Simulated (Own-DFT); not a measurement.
# Computed records: GaP (zincblende, atoms displaced)

Computed with Own-DFT development build. A calculation, not a measurement: plane-wave PBE density functional theory by an unreviewed code, no spin, of a simulated periodic cell, stress positive in tension, free energy of the whole cell less one offset for each atom, forces on such cells passed a denser k mesh, this cell's mesh not checked; offsets are fitted by least squares, one for each functional and potential file, so energies compare only between cells with the same atoms and settings and are not formation energies; the far tail of each file's local potential was reset to the Coulomb form; each entry is a single point on an unrelaxed cell, so the pressure reflects the starting lattice, mostly measured values (interpolated for alloys), from which strain is counted, and rises with the displacements; printed positions are rounded, which can move forces by about a meV/angstrom; the program, named Own-DFT, is a retired in-house code; no spin-orbit coupling.

Settings shared by all entries: functional PBE; potential files PseudoDojo norm-conserving, scalar-relativistic, standard set; wave cutoff 42 hartree; occupations Fermi-Dirac; smearing width 0.1 eV; k mesh 3 x 3 x 3 centred on Gamma.

(1) 
```xyz
64
Lattice="10.9010 0.0000 0.0000 0.0000 10.9010 0.0000 0.0000 0.0000 10.9010" Properties=species:S:1:pos:R:3:force_x:R:1:force_y:R:1:force_z:R:1 formula=GaP free_energy_of_cell_above_offsets=-35.781 pressure=2.7 stress_xx=-2.71 stress_yy=-2.7 stress_zz=-2.7 stress_yz=-0.05 stress_xz=0.05 stress_xy=-0.12
Ga     0.0195    10.8740     0.0178     -0.158       0.12     -0.015
Ga     0.0371     2.7210     2.7384     -0.326      0.402      0.046
Ga     2.7163     0.0212     2.7466     -0.183     -0.373     -0.315
Ga     2.7354     2.7172    10.8698      -0.05      0.194      0.239
P      1.3587     1.3908     1.3654      0.207     -0.305     -0.167
P      1.3908     4.1092     4.1206     -0.293     -0.191     -0.457
P      4.0719     1.3329     4.0685       0.14      0.659      0.418
P      4.0946     4.0915     1.3503     -0.294      -0.21      0.363
Ga    10.8861    10.8891     5.4435      0.204      0.102      0.211
Ga    10.8931     2.7505     8.2031      0.043     -0.255     -0.344
Ga     2.7003     0.0276     8.1965      0.442     -0.402     -0.221
Ga     2.6978     2.7593     5.4674      0.377     -0.605     -0.055
P      1.3720     1.3481     6.8349     -0.389      0.363     -0.222
P      1.3502     4.0858     9.5387      0.162      0.164      0.106
P      4.0957     1.3611     9.5363     -0.059     -0.091     -0.008
P      4.1074     4.0895     6.7779     -0.194     -0.249      0.653
Ga     0.0059     5.4557     0.0307     -0.291      -0.14     -0.162
Ga    10.8863     8.2044     2.7301       0.36     -0.584      0.165
Ga     2.7199     5.4702     2.7502     -0.004     -0.266     -0.505
Ga     2.7239     8.1724    10.8751      0.031      -0.01      0.294
P      1.3648     6.8037     1.3477     -0.022      0.315      0.338
P      1.3481     9.5349     4.0995      0.203      0.026     -0.012
P      4.0473     6.7922     4.0875       0.51      0.324      0.303
P      4.0694     9.5182     1.3810      0.116      0.213     -0.178
Ga    10.8950     5.4131     5.4388     -0.144      0.511      0.089
Ga     0.0201     8.1989     8.1565     -0.224     -0.241      0.183
Ga     2.7237     5.4377     8.1582     -0.039      0.086     -0.008
Ga     2.7103     8.1587     5.4829      0.025      0.123     -0.327
P      1.3385     6.8197     6.8071      0.066     -0.342      0.051
P      1.3700     9.5263     9.5306     -0.033      0.188      0.101
P      4.0647     6.8247     9.5255      0.333     -0.208     -0.115
P      4.0973     9.5376     6.7777     -0.271      0.196      0.458
Ga     5.4578     0.0082    10.8912     -0.441     -0.317      0.249
Ga     5.4715     2.7107     2.7260     -0.361      0.332      0.225
Ga     8.1607    10.8897     2.7285      0.127      0.274     -0.063
Ga     8.2008     2.6872    10.8904     -0.236      0.244      0.129
P      6.7569     1.3643     1.3549       0.84     -0.118     -0.009
P      6.8193     4.1119     4.1034     -0.302     -0.201     -0.029
P      9.5631     1.3784     4.1114     -0.295     -0.207     -0.368
P      9.5011     4.1004     1.3965      0.522     -0.415     -0.255
Ga     5.4523     0.0022     5.4414     -0.159     -0.071     -0.181
Ga     5.4540     2.7004     8.1844      0.044      0.494     -0.023
Ga     8.1560    10.8956     8.1535      0.051      0.016      0.136
Ga     8.1595     2.7110     5.4310      0.087      0.173      0.221
P      6.7814     1.3603     6.8000      0.312     -0.019      0.005
P      6.8279     4.1159     9.5433     -0.243      -0.52      0.097
P      9.5523     1.3435     9.5222     -0.066     -0.162      0.143
P      9.5360     4.0900     6.8066     -0.082      -0.31      0.007
Ga     5.4237     5.4442     0.0195      0.075      0.178     -0.399
Ga     5.4585     8.1571     2.7443     -0.209      -0.21      -0.29
Ga     8.1586     5.4424     2.7240      0.053      0.331      0.184
Ga     8.1737     8.1798    10.8858      0.104     -0.115      0.098
P      6.8161     6.7853     1.3360     -0.084      0.348      0.252
P      6.7961     9.5305     4.0736      0.164      0.093      0.217
P      9.5314     6.8253     4.0953     -0.002      -0.18     -0.091
P      9.5541     9.5094     1.3975     -0.428      0.436      -0.52
Ga     5.4353     5.4607     5.4915      0.145      0.158     -0.539
Ga     5.4528     8.1880     8.1521     -0.097     -0.105      0.119
Ga     8.1935     5.4186     8.1906     -0.077      0.451     -0.244
Ga     8.1543     8.1834     5.4533      0.232      0.044     -0.074
P      6.8172     6.8212     6.7977      0.093     -0.165       0.41
P      6.7942     9.5450     9.5518      0.197     -0.035     -0.247
P      9.5499     6.8157     9.5246      0.085      0.064      0.062
P      9.5482     9.5389     6.8195     -0.295      0.007     -0.126
```

Units: free_energy_of_cell_above_offsets in eV; pressure, stress_xx, stress_yy, stress_zz, stress_yz, stress_xz, stress_xy in GPa; force_x, force_y, force_z in eV/Å.

(2) 
```xyz
64
Lattice="10.9010 0.0000 0.0000 0.0000 10.9010 0.0000 0.0000 0.0000 10.9010" Properties=species:S:1:pos:R:3 formula=GaP
Ga    10.8847     0.0006     0.0389
Ga    10.8880     2.7372     2.7303
Ga     2.7263     0.0155     2.7527
Ga     2.7081     2.7389    10.8795
P      1.3718     1.3315     1.3724
P      1.3498     4.0940     4.0755
P      4.0642     1.3562     4.1034
P      4.0943     4.0685     1.3678
Ga    10.8803     0.0127     5.4602
Ga     0.0115     2.7245     8.1825
Ga     2.7083    10.8773     8.1705
Ga     2.6727     2.7392     5.4743
P      1.4105     1.3628     6.8251
P      1.3393     4.0885     9.5391
P      4.0753     1.3527     9.5470
P      4.0506     4.1225     6.8104
Ga     0.0394     5.4358     0.0014
Ga    10.8869     8.1763     2.6816
Ga     2.7369     5.4233     2.7100
Ga     2.7011     8.1805     0.0412
P      1.3344     6.8347     1.3399
P      1.3884     9.5515     4.0594
P      4.0808     6.7943     4.1056
P      4.1000     9.5653     1.3707
Ga     0.0144     5.4360     5.4513
Ga     0.0155     8.1734     8.1762
Ga     2.7176     5.4474     8.1486
Ga     2.7223     8.1966     5.4336
P      1.3684     6.8213     6.8201
P      1.3639     9.5347     9.5815
P      4.0994     6.8217     9.5257
P      4.0452     9.5543     6.8297
Ga     5.4466    10.8613    10.8972
Ga     5.4484     2.7173     2.7442
Ga     8.1698     0.0213     2.7108
Ga     8.1628     2.7091    10.8905
P      6.8109     1.3937     1.3751
P      6.7639     4.0892     4.1073
P      9.5073     1.3865     4.0534
P      9.5456     4.0705     1.3461
Ga     5.4508    10.8838     5.4183
Ga     5.4396     2.7148     8.1913
Ga     8.1680     0.0226     8.1875
Ga     8.1696     2.7170     5.4652
P      6.8027     1.3625     6.8008
P      6.8085     4.0887     9.5472
P      9.5169     1.3601     9.5076
P      9.5228     4.0917     6.7821
Ga     5.4230     5.4067    10.8983
Ga     5.4591     8.2023     2.7469
Ga     8.1715     5.4571     2.7370
Ga     8.1364     8.1985     0.0070
P      6.7979     6.8157     1.3523
P      6.8276     9.5415     4.0905
P      9.5443     6.7803     4.0975
P      9.5221     9.5356     1.3421
Ga     5.4612     5.4448     5.4762
Ga     5.4533     8.1749     8.1668
Ga     8.1684     5.4197     8.1463
Ga     8.1474     8.2058     5.4546
P      6.8049     6.8411     6.8030
P      6.8210     9.5420     9.5361
P      9.4959     6.7637     9.5583
P      9.5164     9.5771     6.7994
```

## Withheld values
1. What stress xx does the calculation give for GaP (zincblende, atoms displaced) (entry 2)?

## Answers
1. -2.7 GPa

Further results for GaP (zincblende, atoms displaced) (entry 2):

* free energy of cell above offsets: -35.761 eV
* pressure: 2.7 GPa
* stress yy: -2.7 GPa
* stress zz: -2.71 GPa
* stress yz: -0.04 GPa
* stress xz: 0.14 GPa
* stress xy: -0.09 GPa

Force:
```tsv
element	x (eV/Å)	y (eV/Å)	z (eV/Å)
Ga	0.005	0.125	-0.439
Ga	0.129	-0.181	-0.246
Ga	0.183	-0.056	-0.313
Ga	0.041	-0.261	0.228
P	-0.134	0.529	0.011
P	0.083	-0.108	0.022
P	0.11	0.333	0.092
P	-0.203	-0.132	-0.075
Ga	0.24	0.176	-0.35
Ga	-0.22	-0.038	-0.27
Ga	0.051	0.156	0.495
Ga	0.51	0.109	-0.323
P	-0.806	-0.099	0.031
P	0.363	0.06	-0.216
P	0.02	-0.103	-0.074
P	0.403	-0.555	0.034
Ga	-0.603	0.124	-0.015
Ga	-0.079	0.032	0.533
Ga	-0.148	0.411	0.012
Ga	0.547	-0.005	-0.316
P	0.383	-0.474	0.374
P	-0.657	-0.167	0.221
P	0.101	0.191	-0.189
P	-0.237	-0.301	0.224
Ga	-0.019	0.23	0.075
Ga	-0.482	-0.027	0.244
Ga	-0.041	0.248	0.464
Ga	-0.012	-0.215	0.077
P	-0.119	0.026	-0.271
P	-0.214	0.112	-0.302
P	-0.333	-0.121	0.274
P	0.588	-0.237	-0.305
Ga	0.126	0.54	0.038
Ga	-0.191	-0.057	0.077
Ga	-0.01	-0.15	-0.048
Ga	0.168	0.154	-0.012
P	-0.208	-0.421	-0.247
P	0.54	-0.038	-0.089
P	0.292	-0.171	0.434
P	-0.138	0.207	0.085
Ga	-0.189	0.097	0.375
Ga	-0.133	0.144	-0.174
Ga	-0.159	-0.138	-0.261
Ga	-0.182	0.08	-0.299
P	-0.153	-0.072	0.118
P	-0.032	-0.153	-0.224
P	0.372	0.051	0.457
P	0.331	-0.238	0.252
Ga	0.145	0.49	-0.031
Ga	-0.19	-0.375	-0.14
Ga	-0.111	-0.208	-0.181
Ga	0.248	-0.44	-0.137
P	-0.124	-0.097	0.184
P	-0.057	0.168	-0.218
P	-0.055	0.575	0
P	-0.177	0.072	0.252
Ga	-0.264	0.209	-0.069
Ga	-0.158	0.188	0.042
Ga	-0.122	0.285	0.16
Ga	0.483	-0.32	-0.098
P	0.129	-0.268	0.128
P	-0.15	0.033	-0.204
P	0.338	0.461	-0.195
P	0.182	-0.391	0.318
```
